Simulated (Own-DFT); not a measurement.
# Which defects push the lattice out? 2H SiC

Source: density functional calculations with Own-DFT, an unreviewed in-house program that is no longer used. Nothing was measured or relaxed, and spin and spin-orbit coupling are left out.

Method: PBE; PseudoDojo norm-conserving scalar-relativistic files; cutoff 42 hartree; 4 x 4 x 3 k mesh centred on Gamma; Fermi-Dirac smearing of 0.1 eV.

Limits (not all hold for every row): some atoms lie very close together; not probed for a lower state with spin; forces on such cells moved up to 12 meV/angstrom on a denser k mesh; forces on such cells passed a denser k mesh, each cell not checked; stress not checked against mesh or cutoff.

All runs share one cell, with vectors in Å (9.248, 0.000, 0.000); (-4.624, 8.009, 0.000); (0.000, 0.000, 10.068) and a volume of 745.7 Å³. The atoms are randomly displaced, by u rms on each axis. The defect's site can differ from row to row.

| cell | formula | u (Å) | P (GPa) |
|---|---|---|---|
| no defect | C36Si36 | 0.0307 | 3.87 |
| no defect | C36Si36 | 0.0614 | 6.49 |
| no defect | C36Si36 | 0.0619 | 7.19 |
| one C vacancy | C35Si36 | 0.0291 | 3.71 |
| one C vacancy | C35Si36 | 0.0305 | 3.74 |
| one C vacancy | C35Si36 | 0.0309 | 3.69 |
| two Al on a Si site each | Al2C36Si34 | 0.0303 | ? |
| two Al on a Si site each | Al2C36Si34 | 0.0311 | 6.01 |
| two Al on a Si site each | Al2C36Si34 | 0.0488 | 7.06 |
| two Al on a Si site each | Al2C36Si34 | 0.0507 | 7.49 |
| one C on a Si site and one Si on a C site | C36Si36 | 0.0294 | 7.41 |
| one C on a Si site and one Si on a C site | C36Si36 | 0.0301 | 7.28 |
| one C on a Si site and one Si on a C site | C36Si36 | 0.0490 | 9.20 |
| two N on a C site each | C34N2Si36 | 0.0295 | 2.88 |
| two N on a C site each | C34N2Si36 | 0.0316 | 2.98 |
| two N on a C site each | C34N2Si36 | 0.0487 | 4.32 |

## Worked fit

P = P0 + c u² + a shift for each defect gives P0 = 2.92 GPa, c = 1028 ± 66 GPa/Å² and a scatter of 0.21 GPa. The shifts, and each times the cell's volume:

- one C on a Si site and one Si on a C site: 3.61 ± 0.19 GPa, 16.8 eV
- two Al on a Si site each: 1.90 ± 0.18 GPa, 8.9 eV (4.4 eV for each of its 2 sites)
- one C vacancy: -0.14 ± 0.21 GPa, -0.7 eV (not resolved)
- two N on a C site each: -0.98 ± 0.19 GPa, -4.6 eV (-2.3 eV for each of its 2 sites)

A positive shift means that the defect pushes the cell outwards. Shift times volume (160.2 GPa Å³ is 1 eV) depends little on the cell's size, so, taken for each site, it can be compared between cells at like pressure. The atoms around the defects weren't relaxed, which would change these numbers.

## Check

Q: what pressure belongs in the blank (two Al on a Si site each, u = 0.0303 Å)?

From the fit: 5.77 ± 0.25 GPa. The hidden result is 6.04 GPa.
